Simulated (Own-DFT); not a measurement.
Simulation results for HfO2 (monoclinic hafnia, atoms displaced)

A calculation, not a measurement: plane-wave density functional theory by an unreviewed code, no spin, of a simulated periodic cell, stress positive in tension, run twice, with PBE and with PBEsol, both on files made for PBE, so the change isn't that of files made for PBEsol, hafnium file: forces about 75 meV/angstrom off all-electron values; oxygen file: force components 24 meV/angstrom off all-electron in one glass; forces on such cells passed a denser k mesh, this cell's mesh not checked; the far tail of each file's local potential was reset to the Coulomb form; each entry is a single point on an unrelaxed cell, so the pressure reflects the starting lattice, mostly measured values (interpolated for alloys), from which strain is counted, and rises with the displacements; printed positions are rounded, which can move forces by about a meV/angstrom; the program, named Own-DFT, is a retired in-house code; no spin-orbit coupling; stress was not checked against mesh or cutoff. Program: Own-DFT development build.

Settings shared by all entries: functional PBE, then PBEsol; potential files PseudoDojo norm-conserving, scalar-relativistic, standard set; wave cutoff 72 hartree; occupations Fermi-Dirac; smearing width 0.1 eV; k mesh 2 x 2 x 2 centred on Gamma.

(1) HfO2 (monoclinic hafnia, atoms displaced)

```
cell vectors (Å)
  10.2340     0.0000     0.0000
   0.0000    10.3500     0.0000
  -1.6955     0.0000    10.4453
atoms (fractions of the cell vectors)
Hf  0.14130  0.02012  0.10256
Hf  0.36504  0.27059  0.14906
Hf  0.36307  0.48196  0.39715
Hf  0.14137  0.23001  0.35435
O   0.03647  0.16431  0.17309
O   0.46322  0.41534  0.07875
O   0.46400  0.33495  0.32602
O   0.04089  0.08359  0.42394
O   0.22433  0.38186  0.23905
O   0.27372  0.12815  0.00981
O   0.27329  0.11932  0.25632
O   0.22078  0.37411  0.48938
Hf  0.13831  0.02333  0.60595
Hf  0.35852  0.26924  0.64462
Hf  0.35946  0.47973  0.89649
Hf  0.13982  0.22711  0.85591
O   0.04000  0.16608  0.67320
O   0.46449  0.41711  0.57691
O   0.45953  0.33310  0.82479
O   0.03554  0.08508  0.92068
O   0.22077  0.37853  0.73755
O   0.27644  0.12882  0.51308
O   0.27562  0.11886  0.75751
O   0.22813  0.37326  0.99155
Hf  0.14018  0.52062  0.10215
Hf  0.35772  0.77095  0.14587
Hf  0.36495  0.97981  0.39627
Hf  0.13562  0.73097  0.35681
O   0.04008  0.66444  0.17733
O   0.46173  0.91365  0.07824
O   0.46362  0.83323  0.32629
O   0.03654  0.58539  0.42241
O   0.22626  0.87521  0.24380
O   0.27625  0.62939  0.01207
O   0.27429  0.62345  0.25848
O   0.22491  0.87125  0.48815
Hf  0.13377  0.52214  0.60284
Hf  0.36270  0.77067  0.64368
Hf  0.35943  0.97918  0.89769
Hf  0.13976  0.73221  0.85561
O   0.03996  0.66851  0.67426
O   0.45979  0.91534  0.57395
O   0.46473  0.83544  0.82712
O   0.03669  0.58264  0.92410
O   0.22682  0.88414  0.74328
O   0.27418  0.62964  0.50401
O   0.27339  0.62472  0.75914
O   0.22466  0.87180  0.99043
Hf  0.63883  0.01201  0.10191
Hf  0.86135  0.27167  0.14653
Hf  0.86195  0.48036  0.39639
Hf  0.63839  0.22956  0.35561
O   0.53632  0.16673  0.17520
O   0.96154  0.41410  0.07429
O   0.96335  0.33664  0.32538
O   0.53563  0.08461  0.42314
O   0.72224  0.37706  0.24225
O   0.77341  0.12871  0.00985
O   0.77315  0.11832  0.26064
O   0.72378  0.37091  0.49255
Hf  0.63589  0.02075  0.60317
Hf  0.86102  0.27268  0.64726
Hf  0.86291  0.47726  0.90215
Hf  0.63881  0.23028  0.85303
O   0.53689  0.16456  0.67263
O   0.96143  0.41359  0.57615
O   0.96151  0.33621  0.82689
O   0.53487  0.08233  0.92311
O   0.72362  0.38085  0.73977
O   0.77674  0.12986  0.51180
O   0.77532  0.12348  0.75860
O   0.72509  0.37296  0.99113
Hf  0.63421  0.51595  0.10193
Hf  0.86312  0.76859  0.14836
Hf  0.86239  0.97942  0.39185
Hf  0.63711  0.72904  0.35467
O   0.53787  0.66882  0.17258
O   0.96554  0.91572  0.07472
O   0.95929  0.83675  0.32603
O   0.53767  0.58641  0.42231
O   0.72307  0.88319  0.24152
O   0.77903  0.62877  0.00970
O   0.77292  0.62331  0.25753
O   0.72306  0.86867  0.49210
Hf  0.63857  0.52298  0.60191
Hf  0.86360  0.77040  0.64273
Hf  0.86329  0.98265  0.89736
Hf  0.63489  0.73244  0.85170
O   0.53715  0.66578  0.67613
O   0.96211  0.91609  0.57766
O   0.96149  0.83718  0.82312
O   0.53490  0.58173  0.92093
O   0.72786  0.87791  0.74065
O   0.77435  0.62963  0.50873
O   0.77637  0.62118  0.76092
O   0.72810  0.87007  0.98551
```

The calculation gives: PBE pressure 4.13 GPa; PBE stress xx -4.23 GPa; PBE stress yy -3.85 GPa; PBE stress zz -4.3 GPa; PBE stress yz 0.09 GPa; PBE stress xz -0.11 GPa; PBE stress xy -0.56 GPa; PBEsol pressure -2.33 GPa; PBEsol stress xx 2.24 GPa; PBEsol stress yy 2.55 GPa; PBEsol stress zz 2.19 GPa; PBEsol stress yz 0.1 GPa; PBEsol stress xz 0.23 GPa; PBEsol stress xy -0.54 GPa; rms change of force components from PBE to PBEsol 0.039 eV/Å.

Force:
| force element | PBE force x (eV/Å) | PBE force y (eV/Å) | PBE force z (eV/Å) | PBEsol force x (eV/Å) | PBEsol force y (eV/Å) | PBEsol force z (eV/Å) |
| --- | --- | --- | --- | --- | --- | --- |
| Hf | -0.898 | -0.087 | 0.648 | -0.868 | -0.03 | 0.608 |
| Hf | -0.178 | -0.265 | -0.266 | -0.166 | -0.207 | -0.227 |
| Hf | -0.299 | -0.011 | -0.348 | -0.302 | -0.052 | -0.312 |
| Hf | -0.667 | 0.004 | -0.296 | -0.648 | -0.047 | -0.314 |
| O | -0.44 | 0.309 | -0.088 | -0.413 | 0.318 | -0.038 |
| O | 0.308 | 0.284 | -0.219 | 0.297 | 0.293 | -0.259 |
| O | 0.101 | -0.005 | 0.414 | 0.09 | -0.024 | 0.347 |
| O | -0.636 | -0.034 | -0.398 | -0.604 | -0.042 | -0.337 |
| O | 0.009 | -0.381 | 0.222 | 0.073 | -0.375 | 0.215 |
| O | 0.377 | 0.218 | -0.065 | 0.296 | 0.196 | -0.069 |
| O | 0.369 | 0.129 | 0.642 | 0.293 | 0.134 | 0.623 |
| O | 0.297 | -0.334 | -0.182 | 0.351 | -0.325 | -0.18 |
| Hf | -0.21 | -0.776 | -0.358 | -0.194 | -0.693 | -0.367 |
| Hf | 0.517 | 0.64 | 0.301 | 0.491 | 0.668 | 0.323 |
| Hf | 0.456 | 0.081 | -0.685 | 0.445 | 0.029 | -0.639 |
| Hf | -0.281 | 0.861 | -0.57 | -0.267 | 0.783 | -0.588 |
| O | -0.881 | 0.642 | 0.181 | -0.837 | 0.629 | 0.23 |
| O | -0.079 | -0.043 | -0.1 | -0.085 | -0.023 | -0.155 |
| O | 0.47 | -0.184 | 0.384 | 0.446 | -0.19 | 0.323 |
| O | 0.022 | -0.073 | 0.267 | 0.036 | -0.082 | 0.307 |
| O | -0.024 | 0.165 | 0.148 | 0.041 | 0.151 | 0.14 |
| O | 0.325 | 0.159 | -0.55 | 0.25 | 0.155 | -0.524 |
| O | 0.192 | 0.493 | 0.662 | 0.116 | 0.486 | 0.639 |
| O | -0.491 | -0.542 | -0.322 | -0.413 | -0.514 | -0.312 |
| Hf | -0.356 | 0.042 | 0.512 | -0.329 | 0.095 | 0.477 |
| Hf | 0.688 | -0.607 | 0.647 | 0.661 | -0.549 | 0.659 |
| Hf | -0.618 | -0.425 | -0.476 | -0.604 | -0.48 | -0.432 |
| Hf | 0.856 | 0.122 | -0.494 | 0.862 | 0.062 | -0.51 |
| O | -1.044 | 0.409 | -0.466 | -1.009 | 0.42 | -0.404 |
| O | 0.541 | 0.5 | -0.134 | 0.52 | 0.5 | -0.18 |
| O | 0.245 | 0.135 | 0.263 | 0.226 | 0.12 | 0.21 |
| O | -0.978 | -0.452 | 0.216 | -0.942 | -0.455 | 0.264 |
| O | -0.416 | 0.782 | -0.723 | -0.334 | 0.752 | -0.708 |
| O | 0.12 | 0.052 | -0.369 | 0.049 | 0.045 | -0.354 |
| O | 0.37 | -0.366 | 0.377 | 0.297 | -0.347 | 0.364 |
| O | -0.301 | 0.066 | 0.384 | -0.224 | 0.061 | 0.367 |
| Hf | 0.519 | -0.362 | 0.33 | 0.51 | -0.309 | 0.293 |
| Hf | -0.483 | -0.16 | 0.372 | -0.473 | -0.104 | 0.39 |
| Hf | 0.839 | 0.309 | -0.461 | 0.81 | 0.255 | -0.434 |
| Hf | -0.942 | -0.263 | -0.444 | -0.908 | -0.307 | -0.466 |
| O | -0.567 | 0.114 | -0.322 | -0.541 | 0.121 | -0.268 |
| O | 0.903 | 0.305 | 0.435 | 0.865 | 0.313 | 0.369 |
| O | -0.131 | 0 | -0.133 | -0.133 | -0.019 | -0.179 |
| O | 0.222 | 0.41 | -0.147 | 0.229 | 0.382 | -0.083 |
| O | -0.191 | -0.689 | -0.324 | -0.124 | -0.672 | -0.305 |
| O | 0.18 | 0.08 | 0.911 | 0.111 | 0.075 | 0.879 |
| O | 0.4 | -0.378 | 0.247 | 0.322 | -0.359 | 0.247 |
| O | -0.368 | -0.096 | 0.073 | -0.293 | -0.085 | 0.07 |
| Hf | -0.483 | 1.418 | 0.054 | -0.459 | 1.429 | 0.033 |
| Hf | 0.028 | -0.646 | 0.225 | 0.027 | -0.575 | 0.241 |
| Hf | -0.311 | -0.127 | -0.313 | -0.307 | -0.176 | -0.276 |
| Hf | 0.293 | -0.118 | -0.13 | 0.293 | -0.162 | -0.16 |
| O | -0.005 | -0.444 | -0.399 | -0.008 | -0.404 | -0.329 |
| O | 0.93 | 0.089 | 0.842 | 0.883 | 0.101 | 0.765 |
| O | 0.506 | -0.34 | 0.112 | 0.477 | -0.341 | 0.062 |
| O | -0.233 | -0.14 | 0.034 | -0.22 | -0.156 | 0.087 |
| O | 0.093 | 0.282 | -0.243 | 0.152 | 0.265 | -0.24 |
| O | 0.215 | 0.18 | 0.138 | 0.151 | 0.167 | 0.129 |
| O | 0.354 | 0.437 | -0.096 | 0.282 | 0.422 | -0.085 |
| O | -0.064 | 0.188 | -0.394 | 0.004 | 0.191 | -0.381 |
| Hf | 0.847 | -0.303 | 0.399 | 0.835 | -0.236 | 0.362 |
| Hf | -0.193 | -0.529 | 0.115 | -0.208 | -0.463 | 0.133 |
| Hf | -0.364 | 1.192 | -1.549 | -0.358 | 1.115 | -1.481 |
| Hf | -0.516 | -0.164 | -0.032 | -0.491 | -0.214 | -0.063 |
| O | -0.692 | 0.439 | -0.011 | -0.661 | 0.437 | 0.036 |
| O | 0.821 | 0.865 | -0.165 | 0.792 | 0.861 | -0.209 |
| O | 1.05 | -0.827 | 0.072 | 1.006 | -0.822 | 0.023 |
| O | -0.152 | 0.059 | -0.166 | -0.141 | 0.036 | -0.116 |
| O | -0.295 | -0.241 | 0.075 | -0.221 | -0.251 | 0.07 |
| O | -0.101 | -0.153 | -0.163 | -0.172 | -0.147 | -0.156 |
| O | 0.023 | -0.188 | 0.394 | -0.044 | -0.172 | 0.387 |
| O | -0.595 | -0.576 | -0.003 | -0.513 | -0.55 | 0.003 |
| Hf | 0.41 | 1.296 | 0.243 | 0.4 | 1.31 | 0.208 |
| Hf | 0.044 | -0.222 | -0.978 | 0.037 | -0.178 | -0.929 |
| Hf | -0.466 | 0.771 | 1.276 | -0.466 | 0.698 | 1.26 |
| Hf | 0.187 | 0.485 | -0.527 | 0.185 | 0.42 | -0.538 |
| O | -0.487 | -0.184 | -0.338 | -0.468 | -0.169 | -0.27 |
| O | 0.258 | -0.078 | 0.428 | 0.24 | -0.053 | 0.365 |
| O | 1.028 | -0.839 | 0.048 | 0.987 | -0.829 | -0.001 |
| O | -0.803 | -0.571 | 0.087 | -0.771 | -0.568 | 0.137 |
| O | 0.08 | -0.808 | -0.323 | 0.145 | -0.785 | -0.32 |
| O | -0.401 | 0.054 | 0.404 | -0.444 | 0.043 | 0.397 |
| O | 0.468 | -0.445 | 0.49 | 0.397 | -0.421 | 0.482 |
| O | 0.009 | 0.351 | -0.556 | 0.074 | 0.341 | -0.546 |
| Hf | 0.201 | -0.421 | 1.012 | 0.206 | -0.369 | 0.965 |
| Hf | -0.593 | 0.169 | 0.929 | -0.591 | 0.23 | 0.936 |
| Hf | -0.195 | -0.619 | -0.766 | -0.195 | -0.661 | -0.725 |
| Hf | 1.135 | -0.803 | 0.404 | 1.114 | -0.829 | 0.357 |
| O | -0.747 | 0.305 | -0.8 | -0.719 | 0.323 | -0.732 |
| O | 0.749 | 0.504 | -0.367 | 0.716 | 0.496 | -0.403 |
| O | 1.117 | -0.431 | 0.501 | 1.079 | -0.435 | 0.441 |
| O | -0.206 | -0.094 | 0.189 | -0.2 | -0.11 | 0.239 |
| O | -0.695 | 0.468 | -0.468 | -0.616 | 0.447 | -0.454 |
| O | 0.465 | -0.262 | -0.04 | 0.383 | -0.262 | -0.04 |
| O | 0.051 | -0.026 | -0.233 | -0.022 | -0.016 | -0.236 |
| O | -0.612 | 0.264 | 0.892 | -0.543 | 0.275 | 0.872 |

(2) HfO2 (monoclinic hafnia, atoms displaced)

```
cell vectors (Å)
  10.2340     0.0000     0.0000
   0.0000    10.3500     0.0000
  -1.6955     0.0000    10.4453
atoms (fractions of the cell vectors)
Hf  0.14138  0.02241  0.10816
Hf  0.36299  0.27246  0.14655
Hf  0.35919  0.47850  0.39382
Hf  0.13519  0.23150  0.35445
O   0.03768  0.16301  0.17673
O   0.46169  0.41587  0.07767
O   0.46253  0.33643  0.32787
O   0.03392  0.08444  0.42485
O   0.22240  0.37956  0.24253
O   0.27409  0.12890  0.01063
O   0.27813  0.12059  0.26012
O   0.22600  0.36789  0.49576
Hf  0.13864  0.02025  0.60382
Hf  0.36594  0.27085  0.64954
Hf  0.35709  0.47907  0.89602
Hf  0.13377  0.22917  0.85232
O   0.03624  0.16619  0.67009
O   0.46000  0.41726  0.57631
O   0.46224  0.33261  0.82366
O   0.03421  0.08658  0.92299
O   0.22134  0.37990  0.73985
O   0.27633  0.12952  0.51130
O   0.27632  0.12160  0.75830
O   0.22570  0.37259  0.98816
Hf  0.14103  0.52157  0.10445
Hf  0.36274  0.77209  0.14923
Hf  0.36723  0.97774  0.39569
Hf  0.14043  0.72839  0.35350
O   0.03863  0.66471  0.17519
O   0.46217  0.91328  0.07734
O   0.46225  0.83443  0.32902
O   0.03673  0.58297  0.42279
O   0.22360  0.87894  0.23675
O   0.27201  0.62871  0.01092
O   0.27201  0.62121  0.25949
O   0.22525  0.87258  0.48914
Hf  0.13728  0.51972  0.60404
Hf  0.36240  0.77053  0.64132
Hf  0.36225  0.98040  0.89919
Hf  0.13503  0.72699  0.85380
O   0.03811  0.66958  0.67605
O   0.46225  0.91608  0.57904
O   0.46330  0.83131  0.82454
O   0.03673  0.58307  0.92305
O   0.22435  0.88177  0.73914
O   0.27780  0.63155  0.50986
O   0.27526  0.62090  0.76237
O   0.22509  0.87330  0.99077
Hf  0.63844  0.02200  0.10356
Hf  0.86643  0.27089  0.14364
Hf  0.86071  0.48243  0.39715
Hf  0.63849  0.22855  0.35645
O   0.53847  0.16568  0.17183
O   0.96596  0.41490  0.07597
O   0.96506  0.33897  0.32809
O   0.53815  0.08097  0.42088
O   0.71909  0.37854  0.24234
O   0.77428  0.12985  0.01351
O   0.77610  0.12262  0.26237
O   0.72539  0.37082  0.49228
Hf  0.63758  0.01742  0.60809
Hf  0.85861  0.27312  0.64279
Hf  0.85741  0.48281  0.89495
Hf  0.63959  0.23028  0.85174
O   0.53513  0.16800  0.67380
O   0.96532  0.41773  0.57517
O   0.96220  0.33007  0.83007
O   0.54112  0.08371  0.92511
O   0.72426  0.37613  0.74069
O   0.77607  0.12609  0.50856
O   0.77672  0.12247  0.76028
O   0.72848  0.37184  0.99079
Hf  0.63627  0.51815  0.10470
Hf  0.86227  0.77033  0.14809
Hf  0.85953  0.97990  0.39404
Hf  0.63276  0.72757  0.35496
O   0.53795  0.66739  0.17404
O   0.96415  0.91546  0.07764
O   0.96146  0.83356  0.32685
O   0.54196  0.58310  0.42687
O   0.72173  0.87994  0.23939
O   0.77408  0.62832  0.01370
O   0.77591  0.61967  0.26209
O   0.72170  0.87028  0.48987
Hf  0.64044  0.52353  0.60434
Hf  0.86074  0.76849  0.64465
Hf  0.86013  0.97988  0.89194
Hf  0.63824  0.72779  0.85630
O   0.53823  0.66677  0.67324
O   0.96189  0.91564  0.57272
O   0.95998  0.83393  0.82525
O   0.53780  0.58137  0.92435
O   0.72385  0.87944  0.73703
O   0.77598  0.62895  0.51040
O   0.77197  0.62109  0.75906
O   0.72316  0.86806  0.99029
```

Results for HfO2 (monoclinic hafnia, atoms displaced): PBE pressure 4.06 GPa; PBE stress xx -3.71 GPa; PBE stress yy -4.12 GPa; PBE stress zz -4.35 GPa; PBE stress yz 0.31 GPa; PBE stress xz -0.08 GPa; PBE stress xy 0.06 GPa; PBEsol pressure -2.4 GPa; PBEsol stress xx 2.75 GPa; PBEsol stress yy 2.3 GPa; PBEsol stress zz 2.14 GPa; PBEsol stress yz 0.29 GPa; PBEsol stress xz 0.27 GPa; PBEsol stress xy 0.05 GPa; rms change of force components from PBE to PBEsol 0.039 eV/Å.

Force:
| force element | PBE force x (eV/Å) | PBE force y (eV/Å) | PBE force z (eV/Å) | PBEsol force x (eV/Å) | PBEsol force y (eV/Å) | PBEsol force z (eV/Å) |
| --- | --- | --- | --- | --- | --- | --- |
| Hf | -0.387 | -0.608 | -0.926 | -0.359 | -0.552 | -0.921 |
| Hf | -0.139 | -0.807 | 0.024 | -0.137 | -0.741 | 0.049 |
| Hf | 0.111 | -0.181 | 1.131 | 0.097 | -0.241 | 1.132 |
| Hf | 0.379 | -0.719 | 0.96 | 0.37 | -0.748 | 0.912 |
| O | -0.655 | 0.628 | -0.204 | -0.627 | 0.636 | -0.155 |
| O | 0.456 | 0.337 | -0.01 | 0.434 | 0.338 | -0.052 |
| O | 0.539 | -0.44 | -0.103 | 0.508 | -0.435 | -0.152 |
| O | 0.006 | 0.22 | -0.52 | 0.014 | 0.2 | -0.461 |
| O | 0.127 | 0.007 | -0.353 | 0.191 | 0.009 | -0.34 |
| O | 0.358 | 0.293 | 0.133 | 0.285 | 0.272 | 0.137 |
| O | 0.04 | 0.112 | 0.207 | -0.026 | 0.107 | 0.192 |
| O | -0.274 | 0.662 | -0.89 | -0.204 | 0.659 | -0.872 |
| Hf | 0.099 | 0.214 | -0.138 | 0.109 | 0.264 | -0.159 |
| Hf | -1.296 | -0.182 | -0.929 | -1.268 | -0.129 | -0.881 |
| Hf | 0.605 | 0.092 | -0.506 | 0.566 | 0.041 | -0.474 |
| Hf | 0.473 | -0.114 | -0.2 | 0.453 | -0.156 | -0.223 |
| O | -0.71 | 0.486 | 0.183 | -0.679 | 0.487 | 0.231 |
| O | 1.121 | 0.673 | -0.027 | 1.078 | 0.664 | -0.079 |
| O | 0.451 | 0.4 | 1.11 | 0.429 | 0.369 | 1.02 |
| O | -0.475 | -0.564 | 0.161 | -0.454 | -0.557 | 0.192 |
| O | -0.004 | 0.088 | 0.181 | 0.06 | 0.088 | 0.177 |
| O | 0.116 | -0.221 | -0.251 | 0.041 | -0.221 | -0.235 |
| O | -0.012 | -0.074 | 0.674 | -0.077 | -0.069 | 0.653 |
| O | -0.392 | -0.302 | 0.326 | -0.312 | -0.278 | 0.316 |
| Hf | -0.789 | -0.257 | -0.087 | -0.761 | -0.194 | -0.106 |
| Hf | -0.352 | -0.243 | -1.212 | -0.351 | -0.176 | -1.162 |
| Hf | -1.532 | 1.406 | 0.329 | -1.497 | 1.326 | 0.347 |
| Hf | -0.933 | 0.581 | 0.286 | -0.901 | 0.51 | 0.249 |
| O | -0.64 | 0.196 | -0.331 | -0.604 | 0.204 | -0.269 |
| O | 0.725 | 0.55 | 0.151 | 0.688 | 0.548 | 0.101 |
| O | 0.546 | -0.86 | -0.155 | 0.525 | -0.848 | -0.202 |
| O | 0.024 | 0.203 | 0.048 | 0.031 | 0.181 | 0.095 |
| O | 0.057 | -0.177 | 0.554 | 0.124 | -0.178 | 0.532 |
| O | 0.657 | 0.228 | 0.183 | 0.568 | 0.204 | 0.176 |
| O | 0.904 | -0.149 | 0.311 | 0.807 | -0.141 | 0.304 |
| O | -0.028 | -0.293 | -0.399 | 0.043 | -0.288 | -0.383 |
| Hf | 0.45 | 0.047 | 0.14 | 0.442 | 0.077 | 0.114 |
| Hf | -0.552 | 0.08 | 1.349 | -0.542 | 0.135 | 1.34 |
| Hf | -0.062 | -0.334 | -0.978 | -0.078 | -0.379 | -0.928 |
| Hf | 0.614 | 1.094 | 0.255 | 0.599 | 1.004 | 0.216 |
| O | -0.428 | -0.418 | -0.685 | -0.412 | -0.391 | -0.607 |
| O | 0.819 | 0.51 | -0.194 | 0.794 | 0.503 | -0.242 |
| O | 0.193 | 0.259 | 0.48 | 0.186 | 0.234 | 0.418 |
| O | -0.802 | -0.301 | -0.13 | -0.765 | -0.299 | -0.078 |
| O | 0.02 | -0.478 | 0.091 | 0.086 | -0.465 | 0.079 |
| O | -0.124 | -0.484 | -0.233 | -0.182 | -0.47 | -0.229 |
| O | 0.094 | 0.023 | -0.171 | 0.02 | 0.018 | -0.158 |
| O | -0.221 | -0.366 | -0.249 | -0.143 | -0.345 | -0.235 |
| Hf | 0.261 | -0.363 | 0.418 | 0.265 | -0.296 | 0.386 |
| Hf | -0.67 | 0.07 | 0.65 | -0.655 | 0.114 | 0.652 |
| Hf | 0.135 | -0.299 | -0.596 | 0.13 | -0.334 | -0.558 |
| Hf | 0.282 | 0.102 | -0.489 | 0.298 | 0.048 | -0.51 |
| O | -0.903 | 0.582 | 0.218 | -0.869 | 0.577 | 0.262 |
| O | 0.352 | 0.29 | 0.005 | 0.325 | 0.29 | -0.039 |
| O | 0.082 | -0.405 | -0.328 | 0.077 | -0.414 | -0.362 |
| O | -0.282 | -0.115 | 0.271 | -0.273 | -0.127 | 0.31 |
| O | 0.442 | -0.09 | -0.289 | 0.485 | -0.089 | -0.283 |
| O | 0.557 | -0.015 | -0.373 | 0.477 | -0.014 | -0.361 |
| O | 0.105 | 0.148 | -0.181 | 0.033 | 0.143 | -0.168 |
| O | -0.19 | -0.034 | -0.104 | -0.116 | -0.03 | -0.096 |
| Hf | 0.205 | 0.449 | -0.795 | 0.215 | 0.47 | -0.802 |
| Hf | 0.981 | -0.789 | 0.394 | 0.945 | -0.726 | 0.409 |
| Hf | 0.941 | -0.781 | 0.544 | 0.903 | -0.82 | 0.563 |
| Hf | -0.327 | 0.036 | 0.747 | -0.313 | -0.012 | 0.696 |
| O | 0.706 | -0.663 | -0.252 | 0.695 | -0.629 | -0.186 |
| O | -0.226 | -0.119 | 0.573 | -0.227 | -0.098 | 0.507 |
| O | -0.385 | 0.659 | -0.352 | -0.378 | 0.628 | -0.397 |
| O | -0.816 | -0.241 | -0.533 | -0.783 | -0.248 | -0.462 |
| O | -0.124 | 0.654 | -0.282 | -0.054 | 0.626 | -0.273 |
| O | -0.278 | 0.507 | 0.663 | -0.332 | 0.495 | 0.64 |
| O | -0.133 | -0.141 | -0.113 | -0.196 | -0.134 | -0.104 |
| O | -0.516 | -0.059 | -0.218 | -0.432 | -0.047 | -0.217 |
| Hf | 0.32 | 0.124 | 0.308 | 0.323 | 0.173 | 0.276 |
| Hf | 0.124 | 0.367 | -0.078 | 0.118 | 0.414 | -0.049 |
| Hf | 0.21 | -0.19 | 0.237 | 0.2 | -0.227 | 0.261 |
| Hf | 1.46 | 0.574 | -0.169 | 1.43 | 0.507 | -0.186 |
| O | -0.631 | -0.039 | -0.048 | -0.605 | -0.023 | 0.014 |
| O | 0.158 | 0.191 | -0.155 | 0.139 | 0.195 | -0.191 |
| O | 0.704 | -0.403 | 0.049 | 0.671 | -0.406 | -0.01 |
| O | -1.307 | -0.453 | -0.568 | -1.251 | -0.443 | -0.5 |
| O | -0.021 | -0.139 | -0.052 | 0.049 | -0.135 | -0.056 |
| O | 0.431 | -0.24 | -0.339 | 0.356 | -0.245 | -0.338 |
| O | -0.101 | 0.225 | -0.018 | -0.16 | 0.22 | -0.011 |
| O | -0.261 | -0.121 | -0.04 | -0.195 | -0.11 | -0.034 |
| Hf | -1.025 | -0.785 | 0.19 | -0.993 | -0.704 | 0.157 |
| Hf | 0.531 | 1.042 | -0.305 | 0.512 | 1.073 | -0.272 |
| Hf | 0.472 | -0.143 | 1.213 | 0.462 | -0.189 | 1.203 |
| Hf | -0.804 | 0.441 | 0.003 | -0.786 | 0.382 | -0.023 |
| O | -0.378 | 0.091 | -0.308 | -0.352 | 0.1 | -0.257 |
| O | 0.056 | -0.339 | 0.605 | 0.038 | -0.316 | 0.54 |
| O | 0.387 | -0.198 | 0.195 | 0.361 | -0.205 | 0.138 |
| O | -0.516 | -0.203 | -0.222 | -0.485 | -0.204 | -0.162 |
| O | -0.188 | -0.161 | 0.337 | -0.121 | -0.152 | 0.318 |
| O | 0.276 | -0.048 | 0.259 | 0.2 | -0.059 | 0.259 |
| O | 0.585 | -0.128 | 0.269 | 0.503 | -0.124 | 0.261 |
| O | 0.143 | 0.335 | -0.326 | 0.2 | 0.327 | -0.323 |
